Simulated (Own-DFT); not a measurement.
## Calculated data, SiC (twinned 3C silicon carbide, atoms displaced), Si3N4 (beta silicon nitride, strained, atoms displaced), GaN (wurtzite, strained, atoms displaced)

A calculation, not a measurement: plane-wave PBE density functional theory by an unreviewed code, no spin, of a simulated periodic cell, stress positive in tension, free energy of the whole cell less one offset for each atom, forces on such cells passed a denser k mesh, this cell's mesh not checked; offsets are fitted by least squares, one for each functional and potential file, so energies compare only between cells with the same atoms and settings and are not formation energies; the far tail of each file's local potential was reset to the Coulomb form; each entry is a single point on an unrelaxed cell, so the pressure reflects the starting lattice, mostly measured values (interpolated for alloys), from which strain is counted, and rises with the displacements; printed positions are rounded, which can move forces by about a meV/angstrom; the program, named Own-DFT, is a retired in-house code; no spin-orbit coupling. Program: Own-DFT development build.

Common to all runs: functional PBE.

```json
{"entry": 1, "formula": "SiC", "kind": "twinned 3C silicon carbide, atoms displaced", "structure": {"cell_angstrom": [[6.5394, -6.5394, 0.0], [0.0, 6.5394, -6.5394], [8.7192, 8.7192, 8.7192]], "atoms_fractional": [["Si", 0.00728, 0.00096, 0.43621], ["C", 0.00301, 0.00021, 0.0627], ["Si", 0.10723, 0.21665, 0.10549], ["C", 0.11097, 0.22134, 0.23058], ["Si", 0.22328, 0.11787, 0.27543], ["C", 0.22428, 0.10946, 0.39577], ["Si", 0.98958, 0.33036, 0.43836], ["C", 0.00647, 0.33047, 0.06189], ["Si", 0.11082, 0.5577, 0.10511], ["C", 0.11181, 0.5594, 0.23217], ["Si", 0.22307, 0.44256, 0.27033], ["C", 0.22314, 0.44559, 0.395], ["Si", 0.00201, 0.66456, 0.43472], ["C", 0.00329, 0.67535, 0.06519], ["Si", 0.10336, 0.88045, 0.10142], ["C", 0.11356, 0.88832, 0.22885], ["Si", 0.21966, 0.77549, 0.2695], ["C", 0.22096, 0.77872, 0.39637], ["Si", 0.33251, 0.00128, 0.43855], ["C", 0.33474, 0.00018, 0.06486], ["Si", 0.44722, 0.22367, 0.1044], ["C", 0.44164, 0.22732, 0.22962], ["Si", 0.56213, 0.11057, 0.26808], ["C", 0.55286, 0.11216, 0.39551], ["Si", 0.33508, 0.33351, 0.43697], ["C", 0.33127, 0.33789, 0.06891], ["Si", 0.44451, 0.55748, 0.10785], ["C", 0.44436, 0.55451, 0.22638], ["Si", 0.55133, 0.44003, 0.2694], ["C", 0.56129, 0.44623, 0.39554], ["Si", 0.32299, 0.65681, 0.43859], ["C", 0.33451, 0.66215, 0.06693], ["Si", 0.44186, 0.88585, 0.10024], ["C", 0.44933, 0.89357, 0.22884], ["Si", 0.55189, 0.77565, 0.27137], ["C", 0.55393, 0.77641, 0.39666], ["Si", 0.66833, 0.00123, 0.43917], ["C", 0.66117, 0.99828, 0.06313], ["Si", 0.77569, 0.22095, 0.10222], ["C", 0.78101, 0.22699, 0.22626], ["Si", 0.886, 0.10524, 0.26791], ["C", 0.89113, 0.10846, 0.39666], ["Si", 0.66808, 0.33751, 0.43709], ["C", 0.66896, 0.32956, 0.06222], ["Si", 0.775, 0.55429, 0.10528], ["C", 0.7745, 0.55704, 0.2281], ["Si", 0.8909, 0.44489, 0.27107], ["C", 0.88644, 0.44776, 0.39675], ["Si", 0.66687, 0.6643, 0.43876], ["C", 0.6746, 0.67323, 0.06042], ["Si", 0.78013, 0.89622, 0.10452], ["C", 0.7761, 0.88762, 0.22994], ["Si", 0.89694, 0.78234, 0.27093], ["C", 0.89191, 0.77968, 0.39636], ["Si", 0.00302, 0.00229, 0.93399], ["C", 0.99781, 0.99754, 0.56334], ["Si", 0.88506, 0.77854, 0.60575], ["C", 0.88272, 0.77355, 0.72837], ["Si", 0.78659, 0.89052, 0.76812], ["C", 0.781, 0.89235, 0.89565], ["Si", 0.00305, 0.66577, 0.94024], ["C", 0.00332, 0.67286, 0.55784], ["Si", 0.88667, 0.44203, 0.60423], ["C", 0.88668, 0.44502, 0.7285], ["Si", 0.78072, 0.55574, 0.7702], ["C", 0.77621, 0.55726, 0.89449], ["Si", 0.00045, 0.32888, 0.93607], ["C", 0.99861, 0.32972, 0.56207], ["Si", 0.89159, 0.10682, 0.60474], ["C", 0.88851, 0.11764, 0.72723], ["Si", 0.7779, 0.22392, 0.77125], ["C", 0.78341, 0.2278, 0.89653], ["Si", 0.66808, 0.99759, 0.94083], ["C", 0.66137, 0.99749, 0.56074], ["Si", 0.55584, 0.77578, 0.60389], ["C", 0.56097, 0.78094, 0.7284], ["Si", 0.45049, 0.89469, 0.77256], ["C", 0.44351, 0.88757, 0.89802], ["Si", 0.6605, 0.66429, 0.93703], ["C", 0.67035, 0.66623, 0.56511], ["Si", 0.55268, 0.44402, 0.60524], ["C", 0.55764, 0.44678, 0.72829], ["Si", 0.44979, 0.56149, 0.76433], ["C", 0.4496, 0.56091, 0.89496], ["Si", 0.65993, 0.33198, 0.93601], ["C", 0.66366, 0.3342, 0.56288], ["Si", 0.56031, 0.10875, 0.60517], ["C", 0.55849, 0.11343, 0.72826], ["Si", 0.44321, 0.21893, 0.77307], ["C", 0.44755, 0.21847, 0.89382], ["Si", 0.33498, 0.0001, 0.93358], ["C", 0.32729, 0.99655, 0.55925], ["Si", 0.22291, 0.78247, 0.60261], ["C", 0.2193, 0.77917, 0.72875], ["Si", 0.10947, 0.88767, 0.77259], ["C", 0.10964, 0.88814, 0.89704], ["Si", 0.328, 0.6683, 0.9372], ["C", 0.33729, 0.6724, 0.56045], ["Si", 0.22241, 0.44268, 0.60815], ["C", 0.22393, 0.43811, 0.7297], ["Si", 0.10998, 0.55733, 0.77117], ["C", 0.10994, 0.55307, 0.89646], ["Si", 0.33273, 0.33375, 0.93869], ["C", 0.33509, 0.33364, 0.56453], ["Si", 0.22388, 0.1104, 0.6028], ["C", 0.22604, 0.11104, 0.73005], ["Si", 0.10599, 0.21803, 0.76938], ["C", 0.10661, 0.22125, 0.89405]]}, "settings": {"potential_files": "PseudoDojo norm-conserving, scalar-relativistic, standard set", "wave_cutoff [hartree]": 42.0, "occupations": "Fermi-Dirac", "smearing_width [eV]": 0.1, "hardware": "one NVIDIA H200", "k_mesh": "4 x 4 x 2 centred on Gamma"}, "results": {"free_energy_of_cell_above_offsets [eV]": "-15.876", "pressure [GPa]": 3.75, "stress_xx [GPa]": -3.8, "stress_yy [GPa]": -3.92, "stress_zz [GPa]": -3.53, "stress_yz [GPa]": 0.25, "stress_xz [GPa]": -0.18, "stress_xy [GPa]": -0.78, "force_element": ["Si", "C", "Si", "C", "Si", "C", "Si", "C", "Si", "C", "Si", "C", "Si", "C", "Si", "C", "Si", "C", "Si", "C", "Si", "C", "Si", "C", "Si", "C", "Si", "C", "Si", "C", "Si", "C", "Si", "C", "Si", "C", "Si", "C", "Si", "C", "Si", "C", "Si", "C", "Si", "C", "Si", "C", "Si", "C", "Si", "C", "Si", "C", "Si", "C", "Si", "C", "Si", "C", "Si", "C", "Si", "C", "Si", "C", "Si", "C", "Si", "C", "Si", "C", "Si", "C", "Si", "C", "Si", "C", "Si", "C", "Si", "C", "Si", "C", "Si", "C", "Si", "C", "Si", "C", "Si", "C", "Si", "C", "Si", "C", "Si", "C", "Si", "C", "Si", "C", "Si", "C", "Si", "C", "Si", "C"], "force_x [eV/angstrom]": [-0.724, -0.793, 1.038, -0.489, -1.179, 0.588, 0.939, -0.983, 0.212, -0.723, -0.119, -0.839, 0.266, -1.897, 3.123, -0.023, 1.621, -0.106, -0.226, -1.349, -0.458, 0.233, -0.359, 0.691, 0.375, -0.66, -0.084, 1.055, 1.199, -1.113, 1.136, -1.421, 0.902, -1.15, 0.49, -0.15, -1.244, 0.81, 0.874, 0.355, 0.993, -0.637, -0.328, -0.586, -0.027, 0.849, -0.606, -0.345, 0.101, -0.534, -0.212, -0.18, -1.052, -0.363, 0.229, 0.547, 0.398, 1.578, -0.527, -0.566, -1.249, 0.307, -0.018, 0.647, -0.682, 0.546, 0.525, 0.453, -1.273, 0.22, 0.197, -1.306, -0.49, 1.794, -0.222, -0.192, -0.998, 0.059, 1.467, -1.247, 0.557, 0.15, 0.815, -1.908, 1.918, 0.284, -1.52, 0.175, -0.382, -0.505, 0.732, 2.105, -0.42, 0.878, -0.459, 0.11, 1.21, 0.078, -1.099, 0.038, -0.034, -0.148, 0.155, -0.832, 0.094, -0.976, 0.993, 0.905], "force_y [eV/angstrom]": [1.084, 0.129, -0.261, 0.253, -2.225, 0.908, -1.393, 1.516, -0.325, -1.355, 0.563, -0.213, 1.338, -2.312, 1.786, 0.475, 0.536, -0.857, -1.441, -0.318, 0.713, -1.5, 1.964, -0.691, 0.412, -2.17, -1.708, 1.372, 0.531, 0.662, -0.144, 0.349, 1.168, -0.49, -0.06, 0.019, -0.593, -0.497, -0.68, -0.32, 1.206, 0.222, -0.162, 0.997, -0.268, -0.281, 0.685, -1.231, 0.254, 0.992, -0.812, -0.555, 0.491, -0.284, 1.064, -0.39, -1.845, -0.644, 2.131, -0.448, 0.504, 0.729, -0.101, -0.442, 0.749, -0.106, 1.108, 0.551, 0.744, -0.793, 0.232, 0.142, -0.305, -0.372, 0.009, 0.539, -0.534, -0.48, -0.549, 0.307, -0.695, -0.114, 0.786, 0.343, -0.804, -0.492, 0.828, 0.438, -0.486, 1.663, 1.266, 0.579, -0.431, -0.518, -0.311, -0.703, -1.143, 0.613, -0.47, 1.497, -0.817, 0.144, 0.28, -0.032, 0.49, 0.344, -0.457, -1.079], "force_z [eV/angstrom]": [0.771, -0.336, -0.344, 0.05, -0.035, -0.321, -0.371, -0.277, 0.639, 0.401, -0.373, 1.205, -0.615, 2.297, -1.849, -0.769, -0.727, -0.162, -0.067, -0.654, 0.386, 1.073, -0.033, -0.304, -0.069, -0.314, -1.03, 0.995, -0.903, 0.021, -2.134, -1.455, 0.842, 0.59, -0.063, 0.346, -0.255, -0.272, -0.135, 0.73, -0.174, -0.578, 1.101, -1.021, -0.593, 0.515, -0.393, 0.321, -0.977, 1.126, 0.864, -0.068, 0.609, 0.087, 1.139, -0.353, -0.283, -0.435, 0.281, 0.169, -0.168, 1.909, -1.145, 0.114, 0.369, 0.516, -0.183, 0.128, -1.088, 1.21, -0.082, 0.848, -1.359, 0.62, -0.632, -0.51, 0.502, -0.713, -0.98, -0.127, -0.065, 0.869, 1.907, 0.477, -0.44, 0.378, -0.99, 0.589, -1.822, 0.169, 1.246, -0.133, 0.8, 0.076, -0.437, -0.175, 1.082, 2.001, -1.381, -0.77, 0.048, -0.213, -0.325, -0.253, 0.424, 0.327, -0.29, -0.142], "wall_time [s]": 636.9}}
{"entry": 2, "formula": "Si3N4", "kind": "beta silicon nitride, strained, atoms displaced", "structure": {"cell_angstrom": [[7.4573, 0.0383, 0.1371], [-3.6955, 6.4904, -0.1093], [0.1573, -0.0539, 8.7471]], "atoms_fractional": [["Si", 0.16357, 0.75213, 0.08116], ["Si", 0.24243, 0.41085, 0.07484], ["Si", 0.60766, 0.84184, 0.08116], ["Si", 0.82126, 0.22403, 0.24485], ["Si", 0.76953, 0.59896, 0.24924], ["Si", 0.40215, 0.18191, 0.25181], ["N", 0.34243, 0.02711, 0.08529], ["N", 0.9707, 0.31235, 0.08281], ["N", 0.69852, 0.66163, 0.08169], ["N", 0.67171, 0.97121, 0.25752], ["N", 0.03687, 0.68963, 0.25159], ["N", 0.28615, 0.32006, 0.25532], ["N", 0.31279, 0.65189, 0.08943], ["N", 0.65706, 0.33375, 0.25281], ["Si", 0.17411, 0.7615, 0.41536], ["Si", 0.22403, 0.40192, 0.41799], ["Si", 0.58454, 0.80967, 0.41308], ["Si", 0.82959, 0.22397, 0.58088], ["Si", 0.76535, 0.58796, 0.58448], ["Si", 0.40995, 0.16584, 0.58591], ["N", 0.33287, 0.01757, 0.4267], ["N", 0.9772, 0.29352, 0.41134], ["N", 0.69101, 0.67184, 0.40924], ["N", 0.66439, 0.96392, 0.59376], ["N", 0.02802, 0.70366, 0.58105], ["N", 0.29745, 0.31879, 0.58011], ["N", 0.33206, 0.66357, 0.42237], ["N", 0.66098, 0.33459, 0.57941], ["Si", 0.17629, 0.76126, 0.74039], ["Si", 0.21984, 0.39733, 0.75004], ["Si", 0.59652, 0.82104, 0.73878], ["Si", 0.80947, 0.22203, 0.91634], ["Si", 0.77529, 0.6114, 0.91196], ["Si", 0.38893, 0.16314, 0.91779], ["N", 0.33448, 0.02382, 0.74824], ["N", 0.97245, 0.30591, 0.74802], ["N", 0.70175, 0.67846, 0.75249], ["N", 0.66573, 0.97546, 0.91472], ["N", 0.03095, 0.69524, 0.90881], ["N", 0.29792, 0.33684, 0.91196], ["N", 0.32222, 0.66017, 0.74558], ["N", 0.66404, 0.32493, 0.92087]]}, "settings": {"potential_files": "PseudoDojo norm-conserving, scalar-relativistic, standard set", "wave_cutoff [hartree]": 42.0, "occupations": "Fermi-Dirac", "smearing_width [eV]": 0.1, "k_mesh": "3 x 3 x 3 centred on Gamma"}, "results": {"free_energy_of_cell_above_offsets [eV]": "-1.819", "pressure [GPa]": 16.55, "stress_xx [GPa]": -23.71, "stress_yy [GPa]": -17.78, "stress_zz [GPa]": -8.16, "stress_yz [GPa]": -0.69, "stress_xz [GPa]": 6.28, "stress_xy [GPa]": 4.75, "force_element": ["Si", "Si", "Si", "Si", "Si", "Si", "N", "N", "N", "N", "N", "N", "N", "N", "Si", "Si", "Si", "Si", "Si", "Si", "N", "N", "N", "N", "N", "N", "N", "N", "Si", "Si", "Si", "Si", "Si", "Si", "N", "N", "N", "N", "N", "N", "N", "N"], "force_x [eV/angstrom]": [-0.833, -2.275, -1.898, -0.182, 1.417, 1.507, -1.566, 0.154, -1.658, -0.093, -2.89, -0.472, 5.001, 2.133, -0.864, 3.028, -2.427, -0.876, -0.685, -1.472, -0.192, -4.509, 4.218, 0.251, -0.545, -1.234, -0.08, 2.953, -2.683, 2.376, -3.98, 3.418, 1.258, 2.546, -0.61, -2.96, 2.231, 0.599, -0.197, 1.937, 4.605, -4.451], "force_y [eV/angstrom]": [2.451, -2.374, -2.498, 2.918, -1.403, -3.349, -1.051, -1.474, 2.061, -1.777, -0.238, 1.069, 3.904, 0.576, 0.823, 0.536, 4.428, 0.983, 1.353, -0.147, 1.541, -1.837, -2.344, 1.852, -0.72, 0.989, -1.401, -0.91, 1.403, 1.165, -0.275, 3.659, -4.025, 0.903, 0.102, -2.138, -1.868, -4.256, 0.802, -1.76, -0.524, 2.851], "force_z [eV/angstrom]": [-0.977, 3.877, 0.742, 1.114, -0.584, 0.959, -0.169, -1.225, 0.859, -1.32, 0.333, -3.041, -0.399, 0.126, -0.078, 1.292, 1.4, 0.304, -1.265, -0.389, -2.808, 0.584, 2.449, -5.079, -0.009, 0.538, -0.191, 0.298, 0.707, -1.553, 4.591, 0.321, 0.125, -0.117, 0.714, 0.024, -0.68, -0.394, 0.849, -1.203, 0.118, -0.841]}}
{"entry": 3, "formula": "GaN", "kind": "wurtzite, strained, atoms displaced", "structure": {"cell_angstrom": [[12.756, 0.0, 0.0], [-4.7835, 8.2853, 0.0829], [0.0, 0.1037, 10.37]], "atoms_fractional": [["Ga", 0.08254, 0.22233, 0.99134], ["Ga", 0.16169, 0.11248, 0.25172], ["N", 0.07651, 0.22183, 0.18816], ["N", 0.17915, 0.11458, 0.44527], ["Ga", 0.08627, 0.22128, 0.4978], ["Ga", 0.16501, 0.1043, 0.74891], ["N", 0.08171, 0.22174, 0.68708], ["N", 0.16016, 0.11048, 0.94076], ["Ga", 0.07914, 0.55714, 0.99832], ["Ga", 0.1741, 0.45261, 0.25339], ["N", 0.08016, 0.5487, 0.19154], ["N", 0.16665, 0.44549, 0.43889], ["Ga", 0.08437, 0.55308, 0.49996], ["Ga", 0.17236, 0.44855, 0.75358], ["N", 0.07646, 0.55087, 0.69413], ["N", 0.15998, 0.43751, 0.92949], ["Ga", 0.08377, 0.88887, 0.00493], ["Ga", 0.1677, 0.77739, 0.24583], ["N", 0.08054, 0.8855, 0.18889], ["N", 0.16288, 0.77342, 0.43509], ["Ga", 0.07851, 0.88082, 0.49701], ["Ga", 0.16718, 0.78155, 0.74885], ["N", 0.08324, 0.87982, 0.69755], ["N", 0.16802, 0.77405, 0.92722], ["Ga", 0.33355, 0.23525, 0.00593], ["Ga", 0.41889, 0.10975, 0.25509], ["N", 0.33652, 0.22082, 0.1897], ["N", 0.42446, 0.1097, 0.44432], ["Ga", 0.33251, 0.22192, 0.50141], ["Ga", 0.41959, 0.1191, 0.75133], ["N", 0.33844, 0.21608, 0.68187], ["N", 0.42051, 0.11598, 0.9367], ["Ga", 0.34565, 0.54784, 0.99863], ["Ga", 0.4204, 0.44912, 0.25065], ["N", 0.33757, 0.55037, 0.18913], ["N", 0.42305, 0.43554, 0.44076], ["Ga", 0.33184, 0.5669, 0.49613], ["Ga", 0.40936, 0.44273, 0.74465], ["N", 0.33476, 0.5562, 0.68324], ["N", 0.42197, 0.44327, 0.93904], ["Ga", 0.34077, 0.89335, 0.99944], ["Ga", 0.42031, 0.78584, 0.24252], ["N", 0.32912, 0.88331, 0.19771], ["N", 0.41866, 0.7746, 0.44385], ["Ga", 0.32287, 0.87628, 0.50183], ["Ga", 0.41593, 0.77593, 0.75979], ["N", 0.31805, 0.87387, 0.67977], ["N", 0.42093, 0.77686, 0.94586], ["Ga", 0.58003, 0.22526, 0.00514], ["Ga", 0.66613, 0.11793, 0.24898], ["N", 0.59243, 0.23844, 0.1985], ["N", 0.67128, 0.1112, 0.43138], ["Ga", 0.58273, 0.22861, 0.50546], ["Ga", 0.66263, 0.10094, 0.75571], ["N", 0.57865, 0.22013, 0.67827], ["N", 0.66215, 0.11294, 0.94197], ["Ga", 0.58207, 0.5505, 0.00693], ["Ga", 0.66575, 0.43505, 0.2461], ["N", 0.5781, 0.56519, 0.18645], ["N", 0.6684, 0.43881, 0.44577], ["Ga", 0.58331, 0.5596, 0.4988], ["Ga", 0.66301, 0.43833, 0.74322], ["N", 0.58478, 0.55525, 0.67804], ["N", 0.67315, 0.44941, 0.94306], ["Ga", 0.59317, 0.89472, 0.00179], ["Ga", 0.67503, 0.78197, 0.25285], ["N", 0.58132, 0.88059, 0.18156], ["N", 0.66692, 0.77924, 0.4413], ["Ga", 0.57452, 0.88046, 0.50756], ["Ga", 0.66223, 0.77985, 0.74553], ["N", 0.58385, 0.89074, 0.68778], ["N", 0.66866, 0.77469, 0.93993], ["Ga", 0.83165, 0.21677, 0.00614], ["Ga", 0.91561, 0.11842, 0.25506], ["N", 0.82951, 0.21959, 0.18048], ["N", 0.92157, 0.11019, 0.43695], ["Ga", 0.82759, 0.22176, 0.48834], ["Ga", 0.91518, 0.10586, 0.75228], ["N", 0.8312, 0.21209, 0.67955], ["N", 0.9094, 0.10961, 0.93692], ["Ga", 0.83202, 0.56179, 0.99739], ["Ga", 0.91289, 0.44888, 0.24745], ["N", 0.83751, 0.55177, 0.18523], ["N", 0.91079, 0.43567, 0.44416], ["Ga", 0.8397, 0.55671, 0.50435], ["Ga", 0.9299, 0.45116, 0.73842], ["N", 0.83085, 0.55304, 0.69931], ["N", 0.92844, 0.45411, 0.94524], ["Ga", 0.83385, 0.89038, 0.99826], ["Ga", 0.92053, 0.77944, 0.24172], ["N", 0.83413, 0.8904, 0.18653], ["N", 0.91027, 0.77671, 0.44202], ["Ga", 0.83627, 0.89789, 0.49213], ["Ga", 0.91763, 0.77168, 0.7474], ["N", 0.83144, 0.88603, 0.68597], ["N", 0.92328, 0.78014, 0.94121]]}, "settings": {"potential_files": "PseudoDojo norm-conserving, scalar-relativistic, standard set with the stringent files for Ga", "wave_cutoff [hartree]": 96.0, "occupations": "Gaussian", "smearing_width [eV]": 0.01, "k_mesh": "3 x 4 x 3 centred on Gamma"}, "results": {"free_energy_of_cell_above_offsets [eV]": "-2.253", "pressure [GPa]": 7.98, "stress_xx [GPa]": -8.49, "stress_yy [GPa]": -7.69, "stress_zz [GPa]": -7.76, "stress_yz [GPa]": 2.66, "stress_xz [GPa]": -0.31, "stress_xy [GPa]": -1.69, "force_element": ["Ga", "Ga", "N", "N", "Ga", "Ga", "N", "N", "Ga", "Ga", "N", "N", "Ga", "Ga", "N", "N", "Ga", "Ga", "N", "N", "Ga", "Ga", "N", "N", "Ga", "Ga", "N", "N", "Ga", "Ga", "N", "N", "Ga", "Ga", "N", "N", "Ga", "Ga", "N", "N", "Ga", "Ga", "N", "N", "Ga", "Ga", "N", "N", "Ga", "Ga", "N", "N", "Ga", "Ga", "N", "N", "Ga", "Ga", "N", "N", "Ga", "Ga", "N", "N", "Ga", "Ga", "N", "N", "Ga", "Ga", "N", "N", "Ga", "Ga", "N", "N", "Ga", "Ga", "N", "N", "Ga", "Ga", "N", "N", "Ga", "Ga", "N", "N", "Ga", "Ga", "N", "N", "Ga", "Ga", "N", "N"], "force_x [eV/angstrom]": [-1.36, 0.713, 1.253, -2.982, 0.096, -0.12, 0.875, 1.848, 2.72, -0.725, 0.393, 0.403, -0.898, -1.028, 5.247, 1.345, 0.791, -1.101, 1.222, -0.289, 0.037, 0.036, -1.498, 0.373, 0.227, -0.227, -0.676, -1.656, 2.558, 0.571, -2.244, -0.885, -3.354, 0.25, -1.263, -1.994, 1.446, 2.166, -0.534, 0.359, -1.233, 0.833, 0.831, -1.338, 1.099, -0.723, 2.928, 0.105, 0.957, 0.916, -1.299, -1.804, 1.21, 0.316, 1.111, 0.391, 1.032, -0.47, 2.326, -0.037, 1.25, -0.05, -0.992, -1.711, -0.287, -1.365, 0.167, -0.26, 1.534, 1.935, -1.269, -0.501, -0.376, 0.107, 0.029, -0.525, 1.413, -0.458, -0.645, 1.02, 2.151, 2.027, -2.464, 1.053, -1.651, -5.322, 0.951, -3.494, 0.517, -1.514, 0.607, 1.424, -0.544, -1.227, 0.401, -1.182], "force_y [eV/angstrom]": [-0.105, 0.168, 0.675, -1.667, -0.103, 0.484, 0.073, 0.11, 0.659, -1.057, 1.052, -0.012, -0.452, -0.74, 2.876, 1.349, -0.15, -1.186, 1.074, -0.214, 0.742, -1.892, 1.322, 1.329, -2.707, 0.273, 0.086, -1.129, 0.138, -1.666, 0.904, -0.061, 1.105, -1.302, 1.011, 1.359, -2.769, -0.479, 0.586, 0.01, -0.776, -1.466, 1.462, 1.337, 1.567, 0.22, 1.573, -0.143, 0.491, -1.532, -4.903, -1.257, -1.292, 2.127, -0.438, 0.317, 1.066, 5.262, -0.601, 2.063, -0.649, 0.5, 0.064, -1.042, -0.874, -0.318, 1.624, 0.513, 1.687, -1.039, -0.592, -0.027, 1.647, -0.672, 0.464, 1.402, -1.366, 0.103, 0.759, -0.014, -0.59, -1.451, 1.42, 2.173, -0.445, -4.006, -0.43, -2.362, -0.424, -0.971, 0.441, 0.05, -1.438, 0.638, -0.009, 0.466], "force_z [eV/angstrom]": [1.217, -0.036, -0.213, -1.48, 0.679, -0.061, 0.1, -0.403, 0.859, -1.05, -0.24, 0.091, 0.387, -1.633, -2.661, 2.176, -1.252, 0.537, 0.314, -0.089, 0.787, 0.252, -2.118, 2.964, -0.411, 0.713, 0.292, -0.878, -0.327, -0.454, 1.689, 0.699, 0.764, 1.439, -0.452, -0.792, 0.392, -0.282, 0.647, -1.659, 0.008, 1.093, -1.724, -1.952, -1.061, -1.179, 1.767, -0.439, -0.131, -0.02, -2.673, 0.686, -2.242, -0.914, 3.536, -0.139, -1.149, 2.497, 0.796, -1.449, -0.815, 0.873, 2.415, -0.905, -0.545, 0.084, 1.522, -0.503, -1.572, 0.602, 0.887, -0.765, -2.481, -1.175, 2.725, -0.171, 2.065, -1.023, 0.862, 0.172, -0.129, 0.772, 0.021, -1.396, 0.289, 2.956, -1.309, -1.7, -0.146, 1.235, 0.241, -1.129, 1.742, 0.801, 0.077, -0.398]}}
```
